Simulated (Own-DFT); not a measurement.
# Response to strain: wurtzite GaN, 72 atoms (Ga36N36)

All numbers below are calculated, not measured. They come from Own-DFT, an in-house plane-wave density functional program, since retired, whose code no person has reviewed. Each row is one single-point run on a periodic cell that was not relaxed, without spin or spin-orbit coupling.

Settings of every run: PBE; PseudoDojo norm-conserving scalar-relativistic files; cutoff 42 hartree; 4 x 4 x 3 k mesh centred on Gamma; Fermi-Dirac smearing of 0.1 eV.

Known limits: forces not confirmed at this smearing and k mesh; stress not checked against mesh or cutoff.

Unstrained cell vectors in Å: (9.567, 0.000, 0.000); (-4.783, 8.285, 0.000); (0.000, 0.000, 10.370). The unstrained cell has measured lattice constants (interpolated for alloys), not those of this functional. That, the random moves and any unrelaxed bonds set the pressure at no strain. Each run strains this cell uniformly, with the atoms carried along. Every atom was also moved at random, by a Gaussian of width 0.05 Å on each axis. Strain is the symmetric tensor, in per cent. Stress is positive in tension, and the pressure is minus a third of its trace.

| run | e_xx (%) | e_yy (%) | e_zz (%) | e_yz (%) | e_xz (%) | e_xy (%) | s_xx (GPa) | s_yy (GPa) | s_zz (GPa) | s_yz (GPa) | s_xz (GPa) | s_xy (GPa) | P (GPa) | E (meV/atom) |
|---|---|---|---|---|---|---|---|---|---|---|---|---|---|---|
| 1 | 1.19 | -0.22 | 0.15 | -0.78 | -0.87 | 0.33 | -3.23 | -6.86 | -4.73 | -1.37 | -1.45 | 0.61 | 4.94 | 0.0 |
| 2 | 1.21 | 0.67 | -1.20 | 1.64 | 0.00 | -1.06 | -1.31 | -4.62 | -13.85 | 3.69 | -0.54 | -3.03 | 6.59 | 19.0 |
| 3 | -0.18 | 0.73 | -0.94 | 1.68 | 1.79 | 0.62 | -8.01 | -5.99 | -10.59 | 2.80 | 3.62 | 1.64 | 8.20 | 22.4 |
| 4 | 1.62 | 0.30 | 0.49 | 1.16 | 1.99 | 0.14 | -0.95 | -3.85 | -5.49 | 1.76 | 4.68 | 1.35 | 3.43 | 20.2 |
| 5 | -1.90 | -0.40 | 1.91 | 1.99 | 0.62 | 1.17 | -14.31 | -10.73 | -1.86 | 4.82 | 0.72 | 3.79 | 8.96 | 36.8 |
| 6 | 0.51 | 0.40 | -1.33 | -1.13 | 0.75 | 0.15 | -6.30 | -6.35 | -12.63 | -2.79 | 2.29 | 1.23 | 8.43 | 18.8 |
| 7 | -0.54 | 0.05 | -0.59 | 0.29 | 0.19 | -1.71 | -9.11 | -8.56 | -11.65 | 0.89 | 0.25 | -5.40 | 9.77 | 20.8 |
| 8 | 1.99 | 1.57 | 0.33 | 1.18 | -1.00 | 1.12 | 2.44 | 0.70 | -4.19 | 1.71 | -1.85 | 2.06 | 0.35 | 7.0 |
| 9 | 1.10 | 0.26 | -0.31 | -0.09 | -0.79 | 0.29 | -2.01 | -5.73 | -9.79 | -0.02 | -2.58 | 1.19 | 5.84 | 18.6 |
| 10 | -1.17 | -0.98 | 0.57 | -0.86 | 0.14 | 1.08 | -13.37 | -12.87 | -6.55 | -2.68 | 0.29 | 2.66 | 10.93 | 30.1 |
| 11 | -1.67 | -0.51 | -1.03 | -0.65 | 0.39 | 0.94 | -17.32 | -14.12 | -14.24 | -1.61 | -0.26 | 3.19 | 15.23 | 57.6 |
| 12 | -1.45 | 0.29 | -1.91 | -0.18 | -0.66 | -1.01 | -14.83 | -10.11 | -17.12 | 0.91 | -0.73 | -3.60 | 14.02 | 36.4 |
| 13 | -1.27 | 0.73 | -0.87 | 0.28 | -1.93 | 1.49 | -13.58 | -7.71 | -10.90 | 1.07 | -4.62 | 5.46 | 10.73 | 33.0 |
| 14 | -0.22 | 0.60 | 0.35 | -0.50 | -1.75 | 0.74 | -7.91 | -5.41 | -5.50 | -1.12 | -3.48 | 2.82 | 6.27 | 13.4 |
| 15 | -1.25 | 0.70 | -1.56 | -0.06 | 1.86 | -1.41 | -14.08 | -8.07 | -15.73 | -0.39 | 4.41 | -5.91 | 12.63 | 48.0 |
| 16 | -0.64 | 1.87 | 1.81 | -0.21 | 0.70 | -0.71 | ? | ? | ? | ? | ? | ? | ? | ? |

E is the free energy for each atom above the lowest run shown.

## Worked fit

Each stress component was fitted by least squares to a constant and the strains of the runs shown, as fractions, with shears doubled. Shear strains stay in the fit of a normal stress only where such slopes are resolved. The slopes, in GPa:

| stress | at no strain | per e_xx | per e_yy | per e_zz | scatter |
|---|---|---|---|---|---|
| s_xx | -7.7 | 435 ± 21 | 103 ± 46 | 72 ± 25 | 0.86 |
| s_yy | -7.9 | 145 ± 10 | 385 ± 22 | 75 ± 12 | 0.42 |
| s_zz | -8.0 | 55 ± 28 | 77 ± 62 | 442 ± 34 | 1.17 |

Each shear stress against twice its own strain: yz 119 ± 8, xz 116 ± 7, xy 167 ± 16 GPa. These are stiffnesses along x, y and z of the frame in which the cell vectors are given, which need not be the crystal's axes. The atoms are held to the strained lattice; where symmetry lets them move under strain, relaxing them would lower some slopes. The table should be nearly symmetric about its diagonal, and what it lacks of that shows the noise. A ninth of its sum, 199 ± 6 GPa, estimates the bulk modulus near the mean pressure of these runs, 8.4 GPa, so it lies above the value at zero pressure.

## Withheld run

Question: what normal stresses and pressure should run 16 give?

The fit gives s_xx = -7.2, s_yy = -0.3, s_zz = 1.0 and P = 2.2 GPa. The calculation gave -7.26, 1.38, -0.15 and P = 2.01 GPa. This run lies off the fit, by chance or by something that the fit leaves out.
